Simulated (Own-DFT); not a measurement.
# Response to strain: wurtzite GaN, 72 atoms (Ga36N36)

Calculated results; nothing here was measured. The program, named Own-DFT, is a retired in-house plane-wave density functional code that no person has reviewed. Each row is one single-point run on a periodic cell that was not relaxed, without spin or spin-orbit coupling.

Settings of every run: PBE; PseudoDojo norm-conserving scalar-relativistic files (stringent for Ga); cutoff 96 hartree; 4 x 4 x 3 k mesh centred on Gamma; Gaussian smearing of 0.01 eV.

Known limits: forces not confirmed at this smearing and k mesh; stress not checked against mesh or cutoff.

Unstrained cell vectors in Å: (9.567, 0.000, 0.000); (-4.783, 8.285, 0.000); (0.000, 0.000, 10.370). The unstrained cell has measured lattice constants (interpolated for alloys), not those of this functional. That, the random moves and any unrelaxed bonds set the pressure at no strain. Each run strains this cell uniformly, with the atoms carried along. Every atom was also moved at random, by a Gaussian of width 0.05 Å on each axis. Strain is the symmetric tensor, in per cent. Stress is positive in tension, and the pressure is minus a third of its trace.

```
run,e_xx (%),e_yy (%),e_zz (%),e_yz (%),e_xz (%),e_xy (%),s_xx (GPa),s_yy (GPa),s_zz (GPa),s_yz (GPa),s_xz (GPa),s_xy (GPa),P (GPa),E (meV/atom)
1,-0.56,1.82,0.95,-1.37,-1.51,1.25,-7.47,0.02,-1.15,-2.90,-3.36,3.23,2.87,0.0
2,-0.63,0.68,1.57,-1.20,-0.30,-0.14,-9.32,-5.53,1.26,-2.73,-0.27,-0.63,4.53,12.6
3,1.63,-1.39,1.83,-0.20,-1.93,1.05,-1.21,-9.31,1.30,0.24,-3.40,2.76,3.07,2.4
4,-1.68,-1.28,1.10,0.52,0.02,1.03,-16.07,-13.43,-4.44,0.86,1.19,3.11,11.31,34.8
5,-1.17,1.99,-0.66,1.32,-1.75,-1.66,-10.13,-0.11,-10.45,2.56,-3.16,-4.59,6.90,14.0
6,0.73,-0.90,0.10,1.04,-1.00,-0.56,-6.62,-8.20,-7.28,3.19,-2.44,-0.76,7.36,12.2
7,-0.05,0.98,-1.88,-0.10,0.38,-1.13,-7.67,-4.25,-15.70,-0.03,0.88,-3.99,9.21,20.7
8,1.12,-0.68,0.18,-1.94,1.67,-0.64,-2.62,-7.52,-6.59,-3.50,2.93,-2.58,5.58,4.0
9,-1.83,1.95,-1.03,-0.61,0.32,-0.22,-11.57,-2.31,-13.01,-1.49,0.16,-0.48,8.96,22.0
10,0.97,-0.82,-1.14,1.56,1.06,-0.39,-4.20,-11.10,-12.21,3.17,2.81,-1.88,9.17,13.2
11,-1.47,0.20,-0.01,0.01,0.12,-0.36,-13.79,-7.10,-7.65,-0.51,0.94,0.03,9.51,5.7
12,1.31,-1.67,-0.87,-0.87,0.61,-1.79,-4.51,-14.06,-11.51,-0.97,1.98,-5.48,10.03,31.8
13,-0.28,1.45,0.55,1.05,0.17,1.15,-6.75,-1.11,-4.00,2.76,0.77,3.17,3.96,1.2
14,0.36,0.96,-0.09,-0.24,0.49,0.65,-4.79,-3.98,-6.18,-0.44,1.55,1.27,4.98,17.0
15,0.06,-1.29,0.75,-0.40,-0.48,1.51,?,?,?,?,?,?,?,?
```

E is the free energy for each atom above the lowest run shown.

## Worked fit

Each stress component was fitted by least squares to a constant and the strains of the runs shown, as fractions, with shears doubled. Shear strains stay in the fit of a normal stress only where such slopes are resolved. The slopes, in GPa:

```
stress  at no strain  per e_xx  per e_yy  per e_zz  scatter
  s_xx          -7.5  427 ± 23  132 ± 20   26 ± 20     0.77
  s_yy          -7.1  103 ± 31  394 ± 28   66 ± 27     1.04
  s_zz          -7.3   78 ± 18   78 ± 16  491 ± 16     0.62
```

Each shear stress against twice its own strain: yz 105 ± 6, xz 106 ± 10, xy 135 ± 11 GPa. These are stiffnesses along x, y and z of the frame in which the cell vectors are given, which need not be the crystal's axes. The atoms are held to the strained lattice; where symmetry lets them move under strain, relaxing them would lower some slopes. The table should be nearly symmetric about its diagonal, and what it lacks of that shows the noise. A ninth of its sum, 200 ± 5 GPa, estimates the bulk modulus near the mean pressure of these runs, 7.0 GPa, so it lies above the value at zero pressure.

## Withheld run

Question: what normal stresses and pressure should run 15 give?

The fit gives s_xx = -8.7, s_yy = -11.7, s_zz = -4.6 and P = 8.3 GPa. The calculation gave -7.48, -12.78, -5.47 and P = 8.58 GPa.
